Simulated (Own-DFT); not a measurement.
Simulation results for Si3N4 (beta silicon nitride, atoms displaced)

Computed with Own-DFT development build. A calculation, not a measurement: plane-wave PBE density functional theory by an unreviewed code, no spin, of a simulated periodic cell, stress positive in tension, free energy of the whole cell less one offset for each atom, forces on such cells passed a denser k mesh, this cell's mesh not checked; offsets are fitted by least squares, one for each functional and potential file, so energies compare only between cells with the same atoms and settings and are not formation energies; the far tail of each file's local potential was reset to the Coulomb form; each entry is a single point on an unrelaxed cell, so the pressure reflects the starting lattice, mostly measured values (interpolated for alloys), from which strain is counted, and rises with the displacements; printed positions are rounded, which can move forces by about a meV/angstrom; the program, named Own-DFT, is a retired in-house code; no spin-orbit coupling.

Settings shared by all entries: functional PBE; potential files PseudoDojo norm-conserving, scalar-relativistic, standard set; wave cutoff 42 hartree; occupations Fermi-Dirac; smearing width 0.1 eV; k mesh 3 x 3 x 3 centred on Gamma.

(1) Si3N4 (beta silicon nitride, atoms displaced)

```
cell vectors (Å)
   7.6060     0.0000     0.0000
  -3.8030     6.5870     0.0000
   0.0000     0.0000     8.7270
atoms (fractions of the cell vectors)
Si  0.18586  0.77770  0.09025
Si  0.22791  0.40554  0.07713
Si  0.60282  0.82092  0.08082
Si  0.81865  0.21890  0.24891
Si  0.76755  0.60138  0.24836
Si  0.40033  0.17828  0.24962
N   0.33611  0.03501  0.09236
N   0.96147  0.29646  0.07069
N   0.71103  0.68995  0.08623
N   0.65030  0.96161  0.24853
N   0.02383  0.69583  0.24826
N   0.29086  0.31826  0.24308
N   0.33380  0.65872  0.08966
N   0.66173  0.34755  0.25549
Si  0.18351  0.77673  0.41314
Si  0.23350  0.40172  0.41962
Si  0.59573  0.82569  0.41993
Si  0.82050  0.22294  0.58797
Si  0.77418  0.60322  0.59547
Si  0.40116  0.17258  0.58666
N   0.33511  0.04646  0.42099
N   0.98395  0.30817  0.40600
N   0.70788  0.66713  0.41608
N   0.67409  0.97232  0.58243
N   0.03753  0.71025  0.57491
N   0.30199  0.32513  0.58573
N   0.33703  0.66060  0.41808
N   0.66421  0.34368  0.58546
Si  0.17046  0.76274  0.75256
Si  0.24684  0.42318  0.75865
Si  0.58784  0.81986  0.74261
Si  0.82040  0.22868  0.92757
Si  0.78488  0.59388  0.92249
Si  0.39187  0.16624  0.91134
N   0.33050  0.03518  0.74611
N   0.97258  0.30317  0.75829
N   0.69862  0.67258  0.76176
N   0.69004  0.97955  0.92120
N   0.02956  0.68795  0.91471
N   0.30600  0.33378  0.91227
N   0.32943  0.67532  0.74790
N   0.66086  0.33589  0.90587
```

```
free energy of cell above offsets : -3.115 eV
pressure                          : 7.96 GPa
stress xx                         : -7.45 GPa
stress yy                         : -9.95 GPa
stress zz                         : -6.47 GPa
stress yz                         : -0.68 GPa
stress xz                         : -1.33 GPa
stress xy                         : 1.91 GPa
```

Force:
```
element  x (eV/Å)  y (eV/Å)  z (eV/Å)
     Si    -0.395    -2.097    -0.502
     Si    -0.043    -1.496     1.235
     Si    -4.282     2.409    -0.183
     Si     -0.95     2.681    -0.194
     Si      0.62    -0.507     0.765
     Si     2.085     1.309     1.545
      N    -0.282    -1.023    -3.337
      N     2.961     1.599     6.414
      N     4.554    -3.258    -0.934
      N     0.711     0.796     0.626
      N     2.217      1.54    -0.007
      N    -2.221     1.686     0.335
      N    -0.388     2.086    -0.849
      N     2.142    -2.987    -0.926
     Si    -0.285    -0.532    -0.169
     Si     1.199    -0.053    -0.992
     Si     0.911     -1.44    -1.511
     Si     0.385     4.722    -0.186
     Si     0.383      -0.8    -2.507
     Si     1.528     2.301    -0.676
      N     0.284     -3.09    -1.651
      N    -3.286    -2.373     1.668
      N    -2.409     2.128     1.978
      N    -0.302    -1.658     0.032
      N    -0.454    -0.342     2.591
      N    -2.394     2.044     0.813
      N    -0.789     1.559     0.264
      N     1.957    -1.948     0.245
     Si    -1.754     1.786    -2.279
     Si    -1.904    -2.903    -3.121
     Si      0.97     2.304     2.959
     Si    -2.479     0.939    -6.235
     Si    -4.457    -0.757     0.153
     Si     2.257      1.79     1.625
      N    -0.143    -3.272     1.702
      N     0.218     0.163    -1.188
      N     0.453     0.078    -1.009
      N    -1.597    -4.137    -1.473
      N     2.437     2.139     1.567
      N    -0.528     0.182     1.811
      N     2.613    -0.387     0.282
      N     0.456    -1.181     1.319
```

(2) Si3N4 (beta silicon nitride, atoms displaced)

```
cell vectors (Å)
   7.6060     0.0000     0.0000
  -3.8030     6.5870     0.0000
   0.0000     0.0000     8.7270
atoms (fractions of the cell vectors)
Si  0.17201  0.76513  0.08764
Si  0.22724  0.39622  0.09007
Si  0.61034  0.83943  0.08194
Si  0.81968  0.21884  0.25279
Si  0.77918  0.61123  0.24910
Si  0.39979  0.16551  0.25342
N   0.33237  0.03076  0.08677
N   0.98602  0.31596  0.08112
N   0.70534  0.66693  0.08098
N   0.65982  0.95704  0.24573
N   0.01933  0.68477  0.25923
N   0.30038  0.32863  0.25431
N   0.34142  0.66780  0.07246
N   0.67132  0.32447  0.25067
Si  0.19094  0.77812  0.42568
Si  0.23457  0.40411  0.41294
Si  0.58432  0.82302  0.41472
Si  0.82552  0.22651  0.58546
Si  0.77147  0.60349  0.58243
Si  0.40168  0.16584  0.59347
N   0.33452  0.03856  0.42035
N   0.96979  0.29898  0.41012
N   0.69895  0.67205  0.40440
N   0.67805  0.96845  0.58455
N   0.04027  0.70364  0.58239
N   0.29580  0.33262  0.58097
N   0.33442  0.66816  0.41727
N   0.66901  0.33348  0.57567
Si  0.18028  0.76807  0.74688
Si  0.22930  0.40949  0.75449
Si  0.59578  0.82722  0.75088
Si  0.84219  0.23909  0.90606
Si  0.77997  0.60008  0.90749
Si  0.40482  0.16434  0.91045
N   0.33430  0.03700  0.74801
N   0.97323  0.31181  0.74223
N   0.70107  0.67736  0.74816
N   0.67314  0.97100  0.92625
N   0.03889  0.70249  0.91268
N   0.29510  0.32657  0.92123
N   0.33801  0.66730  0.74198
N   0.66409  0.32690  0.90441
```

```
free energy of cell above offsets : -4.050 eV
pressure                          : 7.32 GPa
stress xx                         : -7.45 GPa
stress yy                         : -3.64 GPa
stress zz                         : -10.88 GPa
stress yz                         : 0.37 GPa
stress xz                         : 0.5 GPa
stress xy                         : -1.23 GPa
```

Force:
```
element  x (eV/Å)  y (eV/Å)  z (eV/Å)
     Si     1.401     -0.64     0.336
     Si     2.322     3.144    -1.188
     Si      -0.9    -5.469     0.234
     Si     0.025     1.714    -1.729
     Si      -0.6     -4.63    -1.303
     Si     1.914     3.084    -0.928
      N     -0.61    -1.233    -1.053
      N    -4.049    -2.835     0.028
      N    -0.204     1.015    -1.258
      N     0.392     2.488     2.312
      N     4.535     3.082    -0.514
      N     0.873    -0.683    -0.839
      N    -0.431    -0.082     0.987
      N    -2.615     1.017    -0.345
     Si    -2.332    -1.145      -2.5
     Si    -1.545     0.083     1.329
     Si     2.322     0.258     0.071
     Si    -0.773     1.522    -3.055
     Si     0.579    -1.566    -1.808
     Si    -0.104     5.158    -4.505
      N     0.013     -2.05     0.971
      N      0.77    -0.365     1.874
      N    -0.945     0.758     3.803
      N    -0.561    -0.358    -0.352
      N    -1.718    -0.299     0.885
      N     1.205    -0.883     1.693
      N    -0.077    -0.923    -0.057
      N    -0.574     0.383     0.921
     Si    -0.019     0.127      0.64
     Si     2.113    -0.546    -0.895
     Si    -0.389     0.478     0.987
     Si    -2.369    -0.472     3.443
     Si    -1.053    -1.813     1.841
     Si    -0.547     2.846     3.495
      N    -0.086    -4.397     1.472
      N     0.793    -0.136     0.622
      N     1.395    -0.548    -0.219
      N     0.533      2.53    -4.716
      N    -0.369     0.058     0.085
      N     0.895     -0.89    -1.372
      N    -0.382     0.898     0.411
      N     1.169     1.323     0.197
```
